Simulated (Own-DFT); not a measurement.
# Slab less bulk: wurtzite AlN, m plane (10-10)

Calculated, not measured: single-point runs of Own-DFT, a retired in-house plane-wave DFT program that no person has reviewed, on unrelaxed cells, without spin or spin-orbit coupling.

Caveats (not all hold for every row): some atoms lie very close together; forces not confirmed at this smearing and k mesh; k mesh not checked against a denser one.

Both sets of runs: PBE; PseudoDojo norm-conserving scalar-relativistic files; cutoff 42 hartree; Gaussian smearing of 0.01 eV. The slab has 128 atoms in 16 layers, two equal faces of 62.02 Å² as cut, 15 Å of vacuum, a dipole correction along the normal and a 6 x 3 x 1 mesh. The bulk cell has 128 atoms, the same measured lattice constants and a 3 x 3 x 3 mesh. All atoms were moved at random; u is the rms move along one axis. Energies are counted from -174.06 eV for each atom.

```
slab run,u (Å),E (eV, cell)
1,0.0195,20.371
2,0.0204,20.661
3,0.0208,20.360
4,0.0469,27.893
5,0.0476,27.477
6,0.0489,27.394
7,0.0495,27.967
8,0.0956,57.863
9,0.0965,58.002
10,0.1002,63.553
11,0.1005,61.579
12,0.1021,61.546
```

| bulk run | u (Å) | E (meV/atom) |
|---|---|---|
| 1 | 0.0188 | -2.77 |
| 2 | 0.0194 | -2.74 |
| 3 | 0.0201 | -1.70 |
| 4 | 0.0202 | -0.46 |
| 5 | 0.0203 | -1.67 |
| 6 | 0.0211 | -0.28 |
| 7 | 0.0975 | 292.78 |
| 8 | 0.1031 | 375.94 |
| 9 | 0.1038 | 375.31 |
| 10 | 0.1084 | 375.08 |

The question: what is the energy of the unrelaxed surface?

## Worked answer

Take each set to u = 0 with E = a + b u². Residuals are scaled by 1/(u² + 0.0006 Å²) to tame the large moves. Slab: a = 18.70 ± 0.14 eV. Bulk: a = -15.5 ± 0.6 meV/atom. The excess is 18.70 - 128 x (-0.0155) = 20.68 ± 0.16 eV. Over two faces that is 167 meV/Å², or 2.67 ± 0.02 J/m². Relaxing the faces would lower the energy, and the unlike meshes and the reach from the smallest u down to zero add errors that aren't counted here.
